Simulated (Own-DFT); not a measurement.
AlGa$_{3}$N$_{4}$ (wurtzite random alloy, strained, atoms displaced) (calculated)

A calculation, not a measurement: plane-wave PBE density functional theory by an unreviewed code, no spin, of a simulated periodic cell, stress positive in tension, free energy of the whole cell less one offset for each atom, forces on such cells passed a denser k mesh, this cell's mesh not checked; offsets are fitted by least squares, one for each functional and potential file, so energies compare only between cells with the same atoms and settings and are not formation energies; the far tail of each file's local potential was reset to the Coulomb form; each entry is a single point on an unrelaxed cell, so the pressure reflects the starting lattice, mostly measured values, from which strain is counted, and rises with the displacements; printed positions are rounded, which can move forces by about a meV/angstrom; the program is a retired in-house code; no spin-orbit coupling. Program: Own-DFT development build.

Settings shared by all entries: functional PBE; potential files PseudoDojo norm-conserving, scalar-relativistic, standard set with the stringent files for Ga; wave cutoff 96 hartree; occupations Gaussian; smearing width 0.01 eV; k mesh 4 x 4 x 3 centred on Gamma.

(1) AlGa$_{3}$N$_{4}$ (wurtzite random alloy, strained, atoms displaced)

```
AlGa3N4
1.0
      9.5092     0.0000     0.0475
     -4.7546     8.2353    -0.0238
      0.0513     0.0000    10.2685
Al Ga N Al N Ga N Al Ga N Ga Al N Ga N Ga N Ga N Ga N Al Ga N Ga N Al Ga N Ga N Ga Al N Ga N Al Ga N Ga N Ga N
1 1 2 2 2 2 2 1 1 2 1 1 2 2 2 2 2 2 2 2 2 1 1 2 2 2 1 1 2 2 2 1 1 2 2 2 1 1 2 2 2 2 2
Direct
  0.10241 0.21577 0.00803
  0.22600 0.12086 0.24919
  0.10379 0.20932 0.18780
  0.22142 0.10410 0.44425
  0.11932 0.23025 0.49549
  0.23052 0.11814 0.75286
  0.11200 0.22812 0.68982
  0.22071 0.11847 0.94194
  0.10811 0.55816 0.99963
  0.22622 0.45184 0.24660
  0.11069 0.55324 0.19026
  0.22754 0.44153 0.44300
  0.10462 0.55473 0.50779
  0.21051 0.44206 0.75075
  0.11572 0.56710 0.68893
  0.23318 0.45340 0.93591
  0.11840 0.89739 0.99137
  0.21336 0.77295 0.24640
  0.11662 0.89124 0.18368
  0.22304 0.79049 0.44258
  0.10928 0.88272 0.50277
  0.22161 0.78518 0.75097
  0.09944 0.88376 0.68995
  0.22203 0.77858 0.93199
  0.43867 0.22056 0.00312
  0.55674 0.11201 0.24775
  0.45011 0.22334 0.20121
  0.55748 0.10599 0.44120
  0.43886 0.21222 0.49579
  0.54601 0.09267 0.74846
  0.43964 0.22294 0.69263
  0.56026 0.11343 0.93063
  0.45359 0.56254 0.00001
  0.55280 0.43730 0.24525
  0.44233 0.55512 0.19123
  0.55704 0.44336 0.42754
  0.44536 0.56112 0.50055
  0.55310 0.44261 0.73977
  0.45152 0.55250 0.69516
  0.55452 0.43120 0.94014
  0.44641 0.88961 0.00071
  0.56129 0.78490 0.24468
  0.44158 0.89707 0.18734
  0.54861 0.78210 0.43230
  0.44080 0.88662 0.49646
  0.55237 0.77680 0.74431
  0.44355 0.89554 0.69218
  0.55674 0.78355 0.94093
  0.78274 0.21883 0.99881
  0.88965 0.11131 0.25754
  0.76712 0.21607 0.18704
  0.88114 0.10049 0.44355
  0.77610 0.21920 0.49760
  0.89860 0.11907 0.75286
  0.77693 0.22122 0.68373
  0.89435 0.11747 0.94164
  0.78582 0.55714 0.00086
  0.88291 0.44708 0.24921
  0.76956 0.54158 0.18773
  0.88114 0.44098 0.44761
  0.77583 0.55309 0.49476
  0.89798 0.46282 0.76175
  0.78339 0.56402 0.69180
  0.87766 0.44171 0.94295
  0.77835 0.88965 0.00203
  0.88059 0.77239 0.25194
  0.77417 0.89160 0.19059
  0.88024 0.78255 0.44410
  0.78844 0.89379 0.50815
  0.89158 0.78060 0.75182
  0.77376 0.88462 0.68702
  0.88013 0.77855 0.93897
```

- free energy of cell above offsets: -8.466 eV
- pressure: 7.39 GPa
- stress xx: -7.97 GPa
- stress yy: -7.6 GPa
- stress zz: -6.61 GPa
- stress yz: -0.16 GPa
- stress xz: 1.93 GPa
- stress xy: 0.93 GPa

Force:
```tsv
element	x (eV/Å)	y (eV/Å)	z (eV/Å)
Al	0.863	1.556	-1.287
Ga	0.832	-1.931	0.936
N	-0.469	2.017	-0.013
N	-1.882	0.952	-0.726
Al	-0.315	-1.898	1.102
Al	-1.599	-0.431	-0.36
N	0.714	-1.543	-0.774
N	-0.503	-0.06	-1.02
Ga	0.845	-0.363	-0.271
Ga	0.042	-1.244	0.872
N	-0.909	0.828	0.086
N	-1.45	1.17	-0.091
Al	0.429	0.238	-1.272
Ga	1.514	1.015	0.129
N	0.061	-0.69	-0.332
N	-1.45	-1.55	1.399
Ga	-0.863	-0.976	1.068
Al	0.69	1.355	0.635
N	-0.582	-0.724	0.603
N	1.893	-3.061	-1.417
Ga	-1.99	0.899	0.136
Ga	0.195	-0.035	-0.841
N	1.788	2.608	0.455
N	-0.115	0.079	1.419
Ga	1.442	-0.33	0.15
Ga	-0.366	-0.714	1.39
N	-1.294	-1.065	-2.148
N	-0.695	-0.541	-0.35
Ga	0.76	1.234	0.665
Ga	0.526	5.499	0.404
N	0.602	-1.213	-1.007
N	-0.524	-0.439	1.832
Ga	0.294	-0.976	-0.435
Ga	-0.934	1.423	0.348
N	0.791	0.451	-0.711
N	-0.377	0.698	2.833
Al	1.002	-0.115	-0.383
Ga	1.94	-0.291	2.035
N	-2.808	0.994	-2.352
N	-0.381	2.31	-0.263
Ga	-0.631	0.733	-0.243
Ga	-1.785	-0.762	0.832
N	-0.346	-2.084	0.28
N	0.508	-0.955	1.643
Al	0.2	0.583	0.321
Ga	0.208	0.049	0.95
N	0.142	-4.212	-2.928
N	0.673	-0.291	-0.674
Ga	-1.988	0.134	0.147
Ga	-0.978	-0.227	-0.315
N	2.198	1.263	0.249
N	1.616	2.833	-0.56
Ga	-0.081	-0.26	0.976
Al	-1.526	-0.741	-0.855
N	0.911	0.208	1.9
N	1.104	-0.632	-1.14
Ga	-2.8	0.235	-0.012
Ga	1.442	-1.483	0.96
N	-0.215	2.403	-0.158
N	1.247	1.505	-1.192
Al	-0.977	0.418	1.119
Ga	-0.698	-2.085	-2.174
N	-0.192	-0.992	-1.57
N	2.811	-0.054	0.09
Ga	-0.699	0.466	-0.081
Ga	0.585	0.657	-0.26
N	1.484	0.023	-0.489
N	2.683	-2.499	-1.264
Ga	-2.659	-0.635	-0.502
Ga	-1.935	-0.479	0.218
N	0.25	1.78	1.983
N	1.729	-0.037	0.304
```

(2) AlGa$_{3}$N$_{4}$ (wurtzite random alloy, strained, atoms displaced)

```
AlGa3N4
1.0
      9.5092     0.0000     0.0000
     -4.7546     8.2353     0.0412
      0.0000     0.0513    10.2685
Ga N Ga N Ga N Al Ga N Ga N Al Ga N Al Ga N Al Ga N Ga N Ga Al N Ga Al N Ga N Ga N Al Ga N Ga N Ga N Ga Al N Al Ga N
2 2 2 2 2 2 1 1 2 2 2 1 1 2 1 1 2 1 1 2 2 2 1 1 2 1 1 2 2 2 2 2 1 1 2 2 2 2 2 1 1 2 1 1 2
Direct
  0.11465 0.22604 0.99645
  0.23262 0.11558 0.25104
  0.11167 0.22499 0.18799
  0.22519 0.11915 0.44017
  0.10834 0.21658 0.50042
  0.21597 0.10776 0.75408
  0.11491 0.22629 0.69454
  0.21173 0.10186 0.94480
  0.11030 0.56579 0.98876
  0.22448 0.44533 0.24331
  0.12205 0.56341 0.18780
  0.20890 0.43430 0.43818
  0.11142 0.56039 0.50308
  0.22647 0.44158 0.75147
  0.10391 0.55449 0.69344
  0.23492 0.45046 0.94001
  0.11395 0.89631 0.99456
  0.22065 0.76901 0.25141
  0.10456 0.88284 0.18562
  0.22219 0.78413 0.43358
  0.10897 0.88438 0.50880
  0.22582 0.78204 0.75180
  0.11241 0.89603 0.68699
  0.22495 0.77351 0.94434
  0.44512 0.21272 0.99811
  0.55621 0.10734 0.26131
  0.45587 0.21925 0.19167
  0.55313 0.11196 0.44777
  0.45384 0.22933 0.49678
  0.55526 0.12041 0.75879
  0.44634 0.22306 0.69219
  0.55582 0.11552 0.93250
  0.43598 0.54585 0.99314
  0.56181 0.44356 0.24870
  0.45851 0.56713 0.19728
  0.55088 0.44110 0.44131
  0.44855 0.55203 0.49843
  0.54380 0.44271 0.75398
  0.44653 0.56820 0.68487
  0.55708 0.44416 0.93613
  0.43664 0.88832 0.99496
  0.56220 0.77216 0.24178
  0.43458 0.88214 0.18084
  0.56519 0.78182 0.43458
  0.44520 0.89304 0.49980
  0.55702 0.78068 0.74837
  0.44541 0.88384 0.68427
  0.54837 0.77052 0.94595
  0.77968 0.22716 0.00476
  0.88262 0.10746 0.25549
  0.77040 0.22244 0.18923
  0.88886 0.10544 0.43986
  0.77752 0.22017 0.49234
  0.88258 0.10902 0.75847
  0.77921 0.23145 0.69419
  0.88597 0.11218 0.94424
  0.78708 0.56356 0.99678
  0.89000 0.44578 0.25273
  0.76857 0.55072 0.19374
  0.89597 0.43828 0.43868
  0.77344 0.55076 0.50690
  0.89279 0.44970 0.74985
  0.78513 0.56328 0.69117
  0.89949 0.46026 0.94617
  0.77785 0.88650 0.00087
  0.88230 0.76694 0.25644
  0.78237 0.89366 0.18722
  0.88669 0.77639 0.42904
  0.77198 0.89292 0.50172
  0.88172 0.77147 0.76039
  0.78071 0.88606 0.68434
  0.89151 0.76822 0.93643
```

* free energy of cell above offsets: -8.521 eV
* pressure: 7.41 GPa
* stress xx: -5.59 GPa
* stress yy: -8.87 GPa
* stress zz: -7.76 GPa
* stress yz: 0.76 GPa
* stress xz: -0.23 GPa
* stress xy: -0.71 GPa

Force:
```tsv
element	x (eV/Å)	y (eV/Å)	z (eV/Å)
Ga	-0.728	-0.185	1.224
Ga	-1.14	-1.136	-0.209
N	0.226	-0.443	-0.243
N	1.793	-1.439	0.684
Ga	-0.059	0.671	0.419
Ga	0.65	0.772	-0.512
N	-0.744	-0.964	-0.276
N	1.759	3.275	-1.178
Ga	2.355	-1.848	2.682
Ga	0.332	0.221	1.117
N	-1.233	-2.189	-1.08
N	0.305	2.065	0.464
Al	0.858	-0.555	-0.411
Ga	-0.925	1.107	-0.6
N	1.941	1.036	-1.213
N	-3.528	-1.729	-1.05
Ga	0.304	-3.137	2.372
Ga	-0.891	1.933	-0.712
N	-0.313	0.055	0.543
N	-0.278	-0.884	2.39
Al	-0.644	0.847	-2.475
Ga	-0.137	-0.352	-0.39
N	0.099	-1.287	0.653
N	-1.608	2.513	-2.394
Al	-0.944	1.296	0.843
Ga	-0.114	-1.351	-1.381
N	-1.319	0.375	-1.545
N	0.85	1.285	-0.298
Al	-1.698	-1.208	1.283
Ga	1.103	-0.845	-3.181
N	-1.261	1.219	-0.981
N	0.119	-0.339	2.863
Ga	2.952	2.021	2.517
Ga	-2.002	-0.807	0.556
N	-0.451	-2.688	-1.574
N	1.463	-0.404	-0.182
Ga	-2.131	0.739	-0.63
Al	1.153	0.456	-0.973
N	1.205	-2.143	0.73
N	0.15	-1.25	0.177
Ga	1.946	0.539	1.071
Al	-1.287	2.523	0.984
N	2.084	0.823	1.607
N	-0.956	-0.099	-0.493
Ga	0.409	-1.536	-0.412
Ga	0.322	0.323	0.887
N	-0.805	1.358	1.128
N	0.644	1.106	-1.346
Ga	-0.25	0.167	-0.449
Ga	0.906	0.627	-1.207
N	1.028	0.076	0.809
N	-1.649	0.202	0.884
Al	0.544	0.148	1.731
Ga	0.182	0.421	-1.302
N	0.313	-1.229	-1.491
N	0.328	0.016	-0.202
Ga	-1.495	-2.218	1.908
Ga	0.582	0.36	-0.736
N	2.398	1.774	-1.136
N	-0.974	0.336	0.947
Ga	0.57	0.756	-1.175
Ga	-0.952	-0.599	0.758
N	-1.666	-1.664	0.368
N	-0.856	-2.741	-1.341
Ga	-0.278	-0.249	0.223
Al	0.398	1.453	-2.183
N	0.23	-1.527	0.563
N	0.138	0.482	3.242
Al	1.671	-1.024	-0.646
Ga	0.419	1.156	-2.605
N	-0.469	0.749	0.536
N	-0.945	2.787	1.045
```

(3) AlGa$_{3}$N$_{4}$ (wurtzite random alloy, strained, atoms displaced)

```
AlGa3N4
1.0
      9.5092     0.0000     0.0000
     -4.7546     8.2353     0.0412
      0.0000     0.0513    10.2685
Al Ga N Al Ga N Ga N Al Ga N Ga N Ga N Ga N Al Ga N Ga N Ga N Ga N Al Ga N Al Ga N Ga N Al Ga N Al Ga N Ga N Al Ga N
1 1 2 1 1 2 2 2 1 1 2 2 2 2 2 2 2 1 1 2 2 2 2 2 2 2 1 1 2 1 1 2 2 2 1 1 2 1 1 2 2 2 1 1 2
Direct
  0.10984 0.21694 0.00019
  0.22922 0.11658 0.24364
  0.10955 0.21777 0.18718
  0.21209 0.10958 0.43952
  0.11655 0.23026 0.50250
  0.22359 0.12162 0.74452
  0.11756 0.23058 0.68193
  0.22095 0.10774 0.94638
  0.11426 0.56151 0.99057
  0.22325 0.45005 0.25205
  0.10918 0.55113 0.19438
  0.22684 0.44635 0.43559
  0.10808 0.54931 0.49977
  0.22244 0.44457 0.75306
  0.11500 0.55730 0.68731
  0.22398 0.45557 0.93670
  0.10614 0.88923 0.99537
  0.22539 0.78165 0.25234
  0.10005 0.88052 0.19180
  0.21881 0.77526 0.44259
  0.10375 0.88243 0.49687
  0.21845 0.78173 0.75346
  0.11328 0.88354 0.69225
  0.22613 0.78584 0.93657
  0.43814 0.21089 0.99788
  0.55785 0.11409 0.24252
  0.44517 0.21947 0.18884
  0.55586 0.10982 0.44433
  0.44372 0.21879 0.50128
  0.55611 0.10141 0.75153
  0.45339 0.21908 0.68409
  0.55289 0.10877 0.94030
  0.42937 0.55107 0.00014
  0.54963 0.44077 0.23382
  0.45603 0.56213 0.18847
  0.56098 0.44346 0.43455
  0.43928 0.54597 0.48841
  0.55736 0.44505 0.74052
  0.44611 0.56067 0.68960
  0.55275 0.44057 0.94357
  0.44348 0.88590 0.99883
  0.55082 0.78084 0.24888
  0.44851 0.88748 0.18619
  0.55235 0.77878 0.43497
  0.44396 0.88623 0.48908
  0.53993 0.76690 0.74774
  0.44592 0.88629 0.69455
  0.55227 0.77892 0.94018
  0.77872 0.20983 0.00308
  0.89236 0.10686 0.24333
  0.78762 0.22270 0.18328
  0.88250 0.10593 0.44286
  0.78790 0.22404 0.50089
  0.88582 0.10128 0.75168
  0.76905 0.22040 0.68164
  0.88673 0.10625 0.94342
  0.77755 0.55775 0.99316
  0.89264 0.44212 0.25735
  0.77290 0.55444 0.18713
  0.89290 0.45011 0.43726
  0.77514 0.55749 0.49201
  0.88824 0.44564 0.74939
  0.76623 0.54955 0.68647
  0.89743 0.44955 0.94530
  0.77520 0.88427 0.00458
  0.89280 0.77287 0.25505
  0.78547 0.89301 0.19141
  0.89931 0.78003 0.43962
  0.78065 0.89597 0.49683
  0.89033 0.77984 0.74293
  0.77257 0.87433 0.68125
  0.88613 0.77517 0.93860
```

- free energy of cell above offsets: -9.787 eV
- pressure: 6.98 GPa
- stress xx: -8.81 GPa
- stress yy: -6.24 GPa
- stress zz: -5.89 GPa
- stress yz: 0.79 GPa
- stress xz: -0.52 GPa
- stress xy: 0.38 GPa

Force:
```tsv
element	x (eV/Å)	y (eV/Å)	z (eV/Å)
Al	-0.336	0.792	0.202
Ga	-1.062	-1.58	1.353
N	0.628	1.461	-1.024
N	1.185	1.129	0.327
Al	-0.374	-1.292	-1.571
Ga	1.697	-1.298	0.453
N	-0.961	-0.666	0.759
N	-1.576	1.166	-1.535
Ga	-0.492	0.413	1.966
Ga	0.833	-0.792	-1.108
N	0.215	1.357	-1.248
N	-2.058	-1.07	1.023
Al	0.229	1.199	0.135
Ga	0.05	0.746	-0.889
N	-0.607	-0.286	-0.626
N	-0.306	-3.141	0.305
Ga	0.227	-1.075	1.152
Ga	-0.482	-0.682	-0.245
N	2.19	1.664	-1.1
N	1.244	-0.442	-0.003
Ga	1.956	1.665	1.153
Ga	1.941	-0.738	-0.814
N	-1.71	1.82	-0.965
N	-0.397	-0.427	0.872
Ga	0.561	1.625	-0.061
Ga	1.145	-0.243	1.518
N	-0.019	-0.134	-0.755
N	-0.45	-0.145	-1.09
Al	0.045	-0.046	-0.928
Ga	-0.582	0.617	-0.129
N	-1.621	0.027	0.19
N	1.731	0.431	0.31
Ga	2.83	1.006	0.18
Ga	1.436	0.325	1.675
N	-2.413	-0.339	-0.289
N	-0.402	-0.852	0.075
Ga	1.437	1.638	1.386
Ga	-1.363	-0.958	1.737
N	-0.113	-2.443	-1.345
N	0.046	0.328	-0.636
Ga	-0.188	0.347	-0.105
Ga	2.221	-0.215	0.177
N	-1.611	0.802	0.015
N	0.841	0.195	0.839
Al	-0.447	0.37	1.706
Ga	1.59	1.556	0.831
N	-1.16	-0.195	-2.19
N	0.786	-0.568	-0.246
Al	-1.301	1.849	-0.777
Ga	-0.465	0.535	1.599
N	-1.005	-0.169	0.379
N	2.105	1.161	-0.718
Ga	-1.854	-0.053	-0.753
Ga	-0.683	0.226	-0.812
N	1.936	0.268	2.008
N	0.829	0.823	-0.654
Al	0.129	-0.865	1.06
Ga	-1.116	0.077	-2.111
N	1.212	-0.186	-0.782
N	-0.031	0.026	1.739
Al	0.495	-0.236	0.813
Ga	-0.1	-0.347	0.197
N	2.462	1.44	-1.47
N	-1.908	-1.647	-0.914
Ga	-0.091	-0.752	-0.271
Ga	-1.677	-0.566	-0.612
N	-0.577	-1.554	0.033
N	-3.556	-1.432	0.418
Al	-0.035	-1.902	-0.034
Ga	0.114	-1.165	0.87
N	-1.003	1.695	-0.046
N	-0.214	-0.281	-0.602
```

(4) AlGa$_{3}$N$_{4}$ (wurtzite random alloy, strained, atoms displaced)

```
AlGa3N4
1.0
      9.5092     0.0000     0.0000
     -4.7546     8.2353     0.0412
      0.0000     0.0513    10.2685
Ga N Ga N Ga Al N Al Ga N Ga N Ga Al N Al Ga N Ga N Ga N Ga N Ga Al N Al Ga N Ga N Ga Al N Al N Ga N Ga N Ga N
2 2 2 2 1 1 2 1 1 2 2 2 1 1 2 1 1 2 2 2 2 2 2 2 1 1 2 1 1 2 2 2 1 1 2 2 2 2 2 2 2 2 2
Direct
  0.11141 0.22249 0.00847
  0.22190 0.11559 0.25130
  0.10930 0.21484 0.18402
  0.22905 0.12234 0.43855
  0.11890 0.22446 0.49318
  0.22404 0.11803 0.75184
  0.10888 0.22300 0.69082
  0.23185 0.11200 0.94042
  0.12012 0.54742 0.99044
  0.21074 0.43961 0.25534
  0.10929 0.55182 0.18579
  0.22296 0.45157 0.43498
  0.10448 0.55437 0.50669
  0.21707 0.44581 0.75033
  0.10933 0.55029 0.69829
  0.22621 0.43992 0.93998
  0.11289 0.89727 0.98732
  0.21957 0.77506 0.24074
  0.11229 0.89167 0.18986
  0.21297 0.77784 0.43735
  0.11217 0.89103 0.50042
  0.23429 0.78596 0.74675
  0.12290 0.88691 0.69991
  0.22849 0.78315 0.92906
  0.43221 0.21621 0.00471
  0.55909 0.11725 0.24166
  0.44352 0.21939 0.18499
  0.56268 0.11742 0.43728
  0.44039 0.21092 0.50090
  0.55462 0.10390 0.74571
  0.44881 0.22315 0.69032
  0.55559 0.11269 0.94443
  0.46035 0.56202 0.99869
  0.54847 0.44242 0.25397
  0.44291 0.55481 0.19099
  0.55373 0.44209 0.43775
  0.44623 0.56114 0.50366
  0.55086 0.43962 0.75255
  0.44266 0.55831 0.68440
  0.56034 0.44121 0.93922
  0.44173 0.88889 0.99870
  0.56213 0.78747 0.24693
  0.44223 0.89045 0.19857
  0.55558 0.77650 0.43667
  0.44453 0.88165 0.49975
  0.55991 0.78067 0.75099
  0.44425 0.88186 0.69260
  0.56114 0.78831 0.93436
  0.77115 0.21282 0.00055
  0.88001 0.10537 0.24022
  0.78116 0.22123 0.18887
  0.87777 0.11477 0.44059
  0.76386 0.21480 0.49172
  0.87976 0.10903 0.74463
  0.78357 0.22537 0.68767
  0.89582 0.11248 0.93525
  0.77607 0.54966 0.99649
  0.89406 0.44855 0.24506
  0.78762 0.55438 0.17736
  0.88911 0.44608 0.44056
  0.78165 0.55311 0.50030
  0.89476 0.45146 0.75348
  0.77104 0.55105 0.69513
  0.88584 0.44778 0.94370
  0.77417 0.88416 0.99750
  0.89187 0.78262 0.25244
  0.78066 0.89012 0.19517
  0.89509 0.77991 0.44380
  0.77810 0.88633 0.49643
  0.87974 0.77290 0.74306
  0.77803 0.88765 0.68943
  0.89608 0.78263 0.93904
```

* stress zz: ?

Q: Give the missing stress zz for AlGa$_{3}$N$_{4}$ (wurtzite random alloy, strained, atoms displaced) (entry 4).
A: -5.56 GPa

Q: Give the table of force values for AlGa$_{3}$N$_{4}$ (wurtzite random alloy, strained, atoms displaced) (entry 4).
A: 
Force:
```tsv
element	x (eV/Å)	y (eV/Å)	z (eV/Å)
Ga	0.429	-0.409	-2.671
Ga	0.976	-1.093	-0.322
N	-1.021	1.646	2.676
N	0.011	-1.752	-0.306
Ga	-2.424	0.589	1.405
Ga	0.134	-0.623	-0.191
N	-0.5	-0.561	-0.607
N	-1.488	1.252	-0.388
Ga	-2.315	1.434	0.975
Al	1.06	0.634	-1.351
N	0.534	-0.566	0.072
N	-0.775	-0.037	0.683
Al	0.451	0.082	-0.641
Ga	1.749	-1.041	0.217
N	-0.418	2.67	-2.125
N	1.307	0.268	-0.408
Ga	0.888	-1.693	1.53
Ga	-0.579	-0.141	1.082
N	-0.05	0.326	-0.723
N	2.23	-0.659	0.825
Ga	0.397	0.589	0.966
Al	-0.676	-1.741	0.669
N	-1.704	0.506	-1.555
N	-0.094	-0.905	0.71
Al	2.394	1.226	-0.59
Ga	-0.148	-0.499	1.037
N	-0.64	0.657	0.113
N	-2.763	-3.293	-0.762
Ga	0.491	1.792	0.282
Ga	0.226	1.272	1.036
N	-0.322	-0.703	-0.32
N	-1.259	-0.052	-0.651
Ga	-1.094	-0.604	0.531
Ga	1.303	0.374	-0.954
N	-1.01	0.974	-0.008
N	0.161	0.157	0.958
Ga	0.325	-1.065	-1.414
Ga	-0.276	0.334	-0.37
N	0.241	-0.262	1.723
N	-0.368	-0.467	0.574
Ga	-0.097	0.206	0.652
Al	-0.608	-1.636	0.684
N	1.522	-0.236	-1.342
N	-0.552	0.905	-0.579
Al	-0.814	0.56	-0.621
Ga	0.151	-0.919	-0.606
N	-0.157	0.595	-2.133
N	-0.177	-1.163	0.999
Ga	0.8	1.359	-0.633
Ga	1.146	0.968	1.98
N	-0.733	1.444	-0.088
N	2.72	-0.876	-1.108
Ga	2.299	2.583	2.045
Al	1.621	0.409	0.466
N	-0.716	-0.473	0.034
N	-0.831	-0.367	-0.339
Al	0.254	1.339	0.21
Al	-0.446	-0.305	0.324
N	-1.122	0.098	1.587
N	1.029	-0.076	-1.172
Ga	-1.196	-0.16	0.313
Ga	-1.098	-1.329	0.524
N	0.567	0.287	-1.138
N	1.213	-0.728	-0.486
Ga	1.396	1.001	0.308
Ga	0.888	-1.339	-0.561
N	-1.143	-1.254	-1.233
N	-0.86	-0.22	-0.406
Ga	-0.349	0.731	0.301
Ga	1.793	0.534	1.33
N	-0.431	1.217	-0.546
N	-1.455	-1.772	-0.472
```

Further results for AlGa$_{3}$N$_{4}$ (wurtzite random alloy, strained, atoms displaced) (entry 4):

- free energy of cell above offsets: -10.192 eV
- pressure: 6.67 GPa
- stress xx: -9.55 GPa
- stress yy: -4.89 GPa
- stress yz: 0.6 GPa
- stress xz: -0.82 GPa
- stress xy: 0.72 GPa
